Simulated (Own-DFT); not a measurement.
Si3Ge (diamond lattice with Si and Ge gathered in clusters, atoms displaced) (calculated)

All values are calculated (Own-DFT development build). A calculation, not a measurement: plane-wave density functional theory by an unreviewed code, no spin, of a simulated periodic cell, stress positive in tension, run twice, with PBE and with PBEsol, both on files made for PBE, so the change isn't that of files made for PBEsol; forces on such cells passed a denser k mesh, this cell's mesh not checked; the far tail of each file's local potential was reset to the Coulomb form; each entry is a single point on an unrelaxed cell, so the pressure reflects the starting lattice, mostly measured values (interpolated for alloys), from which strain is counted, and rises with the displacements; printed positions are rounded, which can move forces by about a meV/angstrom; the program, named Own-DFT, is a retired in-house code; no spin-orbit coupling; stress was not checked against mesh or cutoff.

```json
{"formula": "Si3Ge", "kind": "diamond lattice with Si and Ge gathered in clusters, atoms displaced", "structure": {"cell_angstrom": [[10.9755, 0.0, 0.0], [0.0, 10.9755, 0.0], [0.0, 0.0, 10.9755]], "atoms_fractional": [["Si", 0.00065, 0.99883, 0.00129], ["Si", 0.99828, 0.25129, 0.25141], ["Si", 0.25073, 0.00052, 0.25457], ["Ge", 0.24918, 0.24869, 0.999], ["Si", 0.12728, 0.13014, 0.12996], ["Si", 0.12555, 0.36536, 0.37736], ["Si", 0.37576, 0.12386, 0.37443], ["Si", 0.38087, 0.37237, 0.12391], ["Si", 0.00497, 0.00267, 0.49647], ["Ge", 0.00109, 0.24527, 0.75014], ["Si", 0.25252, 0.99985, 0.74872], ["Ge", 0.24905, 0.25211, 0.49938], ["Si", 0.1284, 0.12594, 0.62672], ["Ge", 0.12429, 0.37631, 0.88202], ["Si", 0.37271, 0.12609, 0.87468], ["Ge", 0.37564, 0.3744, 0.62089], ["Ge", 0.0016, 0.49794, 0.00617], ["Si", 0.99926, 0.74839, 0.24794], ["Si", 0.24617, 0.50327, 0.24723], ["Ge", 0.25326, 0.75366, 0.0005], ["Si", 0.12609, 0.62352, 0.12507], ["Si", 0.12567, 0.87731, 0.37631], ["Si", 0.37251, 0.62779, 0.37694], ["Si", 0.37194, 0.87823, 0.12846], ["Ge", 0.99531, 0.50195, 0.49581], ["Ge", 0.99936, 0.75166, 0.75157], ["Ge", 0.24863, 0.4979, 0.7479], ["Ge", 0.25563, 0.75344, 0.49741], ["Ge", 0.12728, 0.61846, 0.63181], ["Si", 0.12213, 0.87789, 0.87007], ["Ge", 0.3731, 0.62875, 0.87921], ["Si", 0.37137, 0.87228, 0.62396], ["Si", 0.49388, 0.99839, 0.00428], ["Si", 0.49946, 0.25131, 0.25228], ["Si", 0.74555, 0.99961, 0.24942], ["Si", 0.75246, 0.24945, 0.99551], ["Si", 0.629, 0.1254, 0.12112], ["Si", 0.63163, 0.37413, 0.37463], ["Si", 0.87438, 0.12517, 0.37468], ["Si", 0.87613, 0.37598, 0.12337], ["Si", 0.49909, 0.99438, 0.50297], ["Ge", 0.49949, 0.25224, 0.75079], ["Si", 0.75303, 0.00558, 0.74552], ["Si", 0.74707, 0.25399, 0.49456], ["Si", 0.62407, 0.12632, 0.62648], ["Si", 0.62379, 0.37422, 0.87343], ["Si", 0.87505, 0.12836, 0.88184], ["Si", 0.8743, 0.37599, 0.6224], ["Ge", 0.50329, 0.50161, 0.00324], ["Si", 0.4998, 0.75478, 0.24662], ["Si", 0.7491, 0.49872, 0.25146], ["Si", 0.75054, 0.748, 0.00351], ["Si", 0.62787, 0.62861, 0.12286], ["Si", 0.62536, 0.88077, 0.37423], ["Si", 0.87782, 0.62055, 0.37648], ["Si", 0.87223, 0.87865, 0.1285], ["Ge", 0.50482, 0.50798, 0.50066], ["Si", 0.49763, 0.75423, 0.75372], ["Si", 0.74869, 0.49826, 0.7482], ["Si", 0.75382, 0.75205, 0.49447], ["Si", 0.62655, 0.62274, 0.62702], ["Si", 0.62929, 0.87673, 0.87564], ["Si", 0.87095, 0.62495, 0.87041], ["Si", 0.87554, 0.87734, 0.628]]}, "settings": {"functional": "PBE, then PBEsol", "potential_files": "PseudoDojo norm-conserving, scalar-relativistic, standard set", "wave_cutoff [hartree]": 42.0, "occupations": "Fermi-Dirac", "smearing_width [eV]": 0.1, "k_mesh": "3 x 3 x 3 centred on Gamma"}, "results": {"PBE_pressure [GPa]": 2.53, "PBE_stress_xx [GPa]": -2.55, "PBE_stress_yy [GPa]": -2.52, "PBE_stress_zz [GPa]": -2.51, "PBE_stress_yz [GPa]": 0.15, "PBE_stress_xz [GPa]": -0.22, "PBE_stress_xy [GPa]": 0.47, "PBEsol_pressure [GPa]": 0.74, "PBEsol_stress_xx [GPa]": -0.77, "PBEsol_stress_yy [GPa]": -0.73, "PBEsol_stress_zz [GPa]": -0.73, "PBEsol_stress_yz [GPa]": 0.16, "PBEsol_stress_xz [GPa]": -0.21, "PBEsol_stress_xy [GPa]": 0.46, "force_element": ["Si", "Si", "Si", "Ge", "Si", "Si", "Si", "Si", "Si", "Ge", "Si", "Ge", "Si", "Ge", "Si", "Ge", "Ge", "Si", "Si", "Ge", "Si", "Si", "Si", "Si", "Ge", "Ge", "Ge", "Ge", "Ge", "Si", "Ge", "Si", "Si", "Si", "Si", "Si", "Si", "Si", "Si", "Si", "Si", "Ge", "Si", "Si", "Si", "Si", "Si", "Si", "Ge", "Si", "Si", "Si", "Si", "Si", "Si", "Si", "Ge", "Si", "Si", "Si", "Si", "Si", "Si", "Si"], "PBE_force_x [eV/angstrom]": [0.125, -0.148, -0.294, 0.646, -0.517, -0.556, 0.424, -0.79, -0.569, -0.419, -0.235, 0.302, -0.046, -0.059, 0.379, 0.388, -0.83, 0.117, 0.704, -1.324, -0.094, -0.335, 0.645, 0.257, 1.164, -0.288, 0.912, -1.222, -0.743, 0.531, 0.638, 0.918, 0.798, 0.682, 0.529, -0.483, -0.775, -1.237, -0.147, -0.742, 0.008, 0.012, -0.11, 0.655, 0.148, 0.714, 0.206, -0.399, 0.129, 0.072, 0.362, 0.412, -0.11, -0.231, -0.92, 0.309, -0.162, 0.738, 0.115, -0.303, 0.351, -0.41, 0.045, 0.065], "PBE_force_y [eV/angstrom]": [0.453, -0.214, 0.249, -0.093, -0.974, 1.717, -0.194, 0.424, 0.002, 0.575, 0.083, -1.161, -0.704, -0.255, -0.775, 0.569, 1.113, 0.209, -1.04, 0.502, 0.86, -0.337, -0.29, 0.102, -1.117, -0.193, -0.545, -0.433, 1.361, 0.359, -0.545, 0.574, 0.397, -0.326, 0.626, 0.669, 0.156, 0.417, -0.091, -0.543, 0.823, -0.609, -0.114, -0.891, -0.131, 0.337, -1.084, -0.392, -0.283, -0.392, 0.351, 0.568, -0.12, -0.855, 1.22, -0.56, -0.747, -0.165, -0.222, -0.115, 1.563, 0.234, -0.24, 0.238], "PBE_force_z [eV/angstrom]": [0.341, -0.181, -0.345, 0.671, 0.007, -1.1, 0.286, 0.655, 0.751, 0.014, 0.0, 0.004, -0.338, -1.067, 0.058, 0.083, -0.597, 0.343, 0.676, 0.409, 0.207, -0.596, -1.379, 0.265, 0.662, -0.102, 1.249, 0.326, -1.581, 0.745, -0.904, 0.775, -0.66, -0.168, 0.073, 0.628, 0.278, -0.462, -0.131, 0.704, 0.012, 0.127, 0.937, 1.042, -0.816, 0.304, -0.778, 0.197, -0.208, 0.489, -0.506, -0.675, 1.044, 0.076, -1.211, -0.296, -0.752, -0.499, 0.078, 0.684, 0.33, 0.075, 0.894, -1.149], "PBEsol_force_x [eV/angstrom]": [0.131, -0.157, -0.295, 0.586, -0.46, -0.522, 0.38, -0.787, -0.562, -0.371, -0.227, 0.34, -0.045, -0.052, 0.372, 0.368, -0.757, 0.115, 0.696, -1.249, -0.098, -0.284, 0.63, 0.197, 1.179, -0.238, 0.871, -1.219, -0.719, 0.52, 0.581, 0.842, 0.784, 0.677, 0.52, -0.485, -0.763, -1.275, -0.151, -0.681, 0.001, -0.036, -0.103, 0.651, 0.094, 0.602, 0.26, -0.297, 0.082, 0.071, 0.357, 0.42, -0.163, -0.229, -0.848, 0.301, -0.2, 0.678, 0.115, -0.301, 0.293, -0.394, 0.136, 0.116], "PBEsol_force_y [eV/angstrom]": [0.445, -0.205, 0.245, -0.037, -0.912, 1.69, -0.146, 0.43, 0.009, 0.602, 0.08, -1.088, -0.594, -0.251, -0.662, 0.552, 1.041, 0.204, -1.038, 0.434, 0.849, -0.394, -0.284, 0.046, -1.066, -0.235, -0.521, -0.454, 1.313, 0.258, -0.558, 0.503, 0.391, -0.325, 0.623, 0.677, 0.158, 0.46, -0.098, -0.485, 0.811, -0.549, -0.104, -0.887, -0.075, 0.333, -1.035, -0.382, -0.242, -0.391, 0.353, 0.564, -0.172, -0.844, 1.143, -0.546, -0.77, -0.212, -0.229, -0.115, 1.502, 0.238, -0.23, 0.183], "PBEsol_force_z [eV/angstrom]": [0.339, -0.181, -0.34, 0.606, -0.044, -0.984, 0.333, 0.55, 0.746, 0.05, -0.001, 0.055, -0.327, -1.031, 0.059, 0.089, -0.636, 0.335, 0.669, 0.348, 0.099, -0.545, -1.261, 0.215, 0.692, -0.133, 1.208, 0.35, -1.524, 0.719, -0.833, 0.713, -0.654, -0.161, 0.072, 0.621, 0.272, -0.419, -0.129, 0.641, 0.018, 0.082, 0.929, 1.038, -0.764, 0.297, -0.818, 0.194, -0.246, 0.483, -0.506, -0.669, 0.99, 0.077, -1.137, -0.287, -0.697, -0.449, 0.076, 0.67, 0.277, 0.077, 0.871, -1.087], "rms_change_of_force_components_from_PBE_to_PBEsol [eV/angstrom]": 0.043}}
```
